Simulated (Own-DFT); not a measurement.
# Strain and stress in 2H SiC, 72 atoms (C36Si36)

All numbers below are calculated, not measured. They come from Own-DFT, an in-house plane-wave density functional program, since retired, whose code no person has reviewed. Each row is one single-point run on a periodic cell that was not relaxed, without spin or spin-orbit coupling.

Settings of every run: PBE; PseudoDojo norm-conserving scalar-relativistic files; cutoff 42 hartree; 4 x 4 x 3 k mesh centred on Gamma; Fermi-Dirac smearing of 0.1 eV.

Known limits: forces on such cells passed a denser k mesh, each cell not checked; stress not checked against mesh or cutoff.

Unstrained cell vectors in Å: (9.248, 0.000, 0.000); (-4.624, 8.009, 0.000); (0.000, 0.000, 10.068). The unstrained cell has measured lattice constants (interpolated for alloys), not those of this functional. That, the random moves and any unrelaxed bonds set the pressure at no strain. Each run strains this cell uniformly, with the atoms carried along. Every atom was also moved at random, by a Gaussian of width 0.05 Å on each axis. Strain is the symmetric tensor, in per cent. Stress is positive in tension, and the pressure is minus a third of its trace.

```
run  e_xx (%)  e_yy (%)  e_zz (%)  e_yz (%)  e_xz (%)  e_xy (%)  s_xx (GPa)  s_yy (GPa)  s_zz (GPa)  s_yz (GPa)  s_xz (GPa)  s_xy (GPa)  P (GPa)  E (meV/atom)
  1      1.74     -0.85     -0.69     -0.41     -0.01     -1.20        0.53       -6.76       -9.65       -1.80       -0.05       -6.04     5.29          16.2
  2      0.17     -1.54     -0.56      1.95      0.54     -1.73       -6.31      -13.50      -12.01        7.28        2.61       -9.77    10.61          39.8
  3      0.89      1.49     -0.99     -0.72     -1.72     -1.02        0.75        4.41      -15.17       -2.09       -5.76       -4.25     3.33          33.3
  4     -1.88     -1.42     -0.30     -0.57      0.36      0.88      -15.63      -14.87      -12.45       -2.68        0.80        4.24    14.31          27.0
  5     -0.89     -0.52      1.34      1.94      0.80     -0.23       -8.82       -5.33       -2.67        5.45        1.87       -0.57     5.61          12.3
  6      0.54     -1.18      1.63      1.26      1.09     -1.07       -0.18       -8.80        0.45        2.83        3.07       -3.98     2.84           2.7
  7     -0.92      0.68      0.36     -1.39      0.51     -0.05       -8.84       -2.15       -5.59       -3.95        1.79        0.53     5.53          12.9
  8      0.93      0.23      0.15      1.08      1.76      1.19        0.20       -3.01       -4.06        3.63        5.70        4.94     2.29           0.1
  9      0.44     -0.63     -0.58     -0.63      0.35     -0.98       -4.47       -6.10      -10.35       -0.82        0.91       -4.32     6.97           8.2
 10      1.26      0.75     -0.63     -1.50     -1.25      1.59        1.96        0.44      -11.22       -4.79       -4.53        6.88     2.94          21.1
 11      1.78     -1.53      1.54      0.52     -1.88     -1.66        3.51      -11.27        1.73        1.85       -5.46       -8.02     2.01          19.8
 12      0.75      1.94      1.78     -1.19      0.88     -1.69        1.45        6.36        3.90       -2.43        3.71       -7.39    -3.90           0.0
 13     -0.47      0.99     -1.50      1.35     -0.91     -1.48       -7.55        0.02      -15.65        4.14       -2.95       -7.85     7.73          11.9
 14      0.34     -0.35      1.76      0.22     -1.48      0.63       -1.22       -5.28        2.08        0.84       -3.87        2.20     1.48           0.9
 15     -0.39     -0.38      0.90      1.97     -1.62      1.71       -6.91       -7.04       -1.40        5.88       -5.32        8.29     5.12          10.8
 16      1.68      1.29     -1.77      1.66      0.41      0.33        5.30        2.63      -17.36        5.87        1.92        2.57     3.14          14.7
 17     -0.97      0.97     -1.24      1.66      0.66     -0.06           ?           ?           ?           ?           ?           ?        ?             ?
```

E is the free energy for each atom above the lowest run shown.

## Worked fit

Each stress component was fitted by least squares to a constant and the strains of the runs shown, as fractions, with shears doubled. Shear strains stay in the fit of a normal stress only where such slopes are resolved. The slopes, in GPa:

| stress | at no strain | per e_xx | per e_yy | per e_zz | scatter |
|---|---|---|---|---|---|
| s_xx | -4.8 | 501 ± 26 | 109 ± 25 | 83 ± 23 | 1.04 |
| s_yy | -4.5 | 91 ± 26 | 523 ± 25 | 37 ± 24 | 1.05 |
| s_zz | -8.0 | 81 ± 36 | 27 ± 35 | 581 ± 33 | 1.45 |

Each shear stress against twice its own strain: yz 155 ± 8, xz 159 ± 7, xy 236 ± 10 GPa. These are stiffnesses along x, y and z of the frame in which the cell vectors are given, which need not be the crystal's axes. The atoms are held to the strained lattice; where symmetry lets them move under strain, relaxing them would lower some slopes. The table should be nearly symmetric about its diagonal, and what it lacks of that shows the noise. A ninth of its sum, 226 ± 6 GPa, estimates the bulk modulus near the mean pressure of these runs, 4.7 GPa, so it lies above the value at zero pressure.

## Withheld run

Question: what normal stresses and pressure should run 17 give?

The fit gives s_xx = -9.6, s_yy = -0.7, s_zz = -15.7 and P = 8.7 GPa. The calculation gave -7.85, 1.61, -17.86 and P = 8.03 GPa.
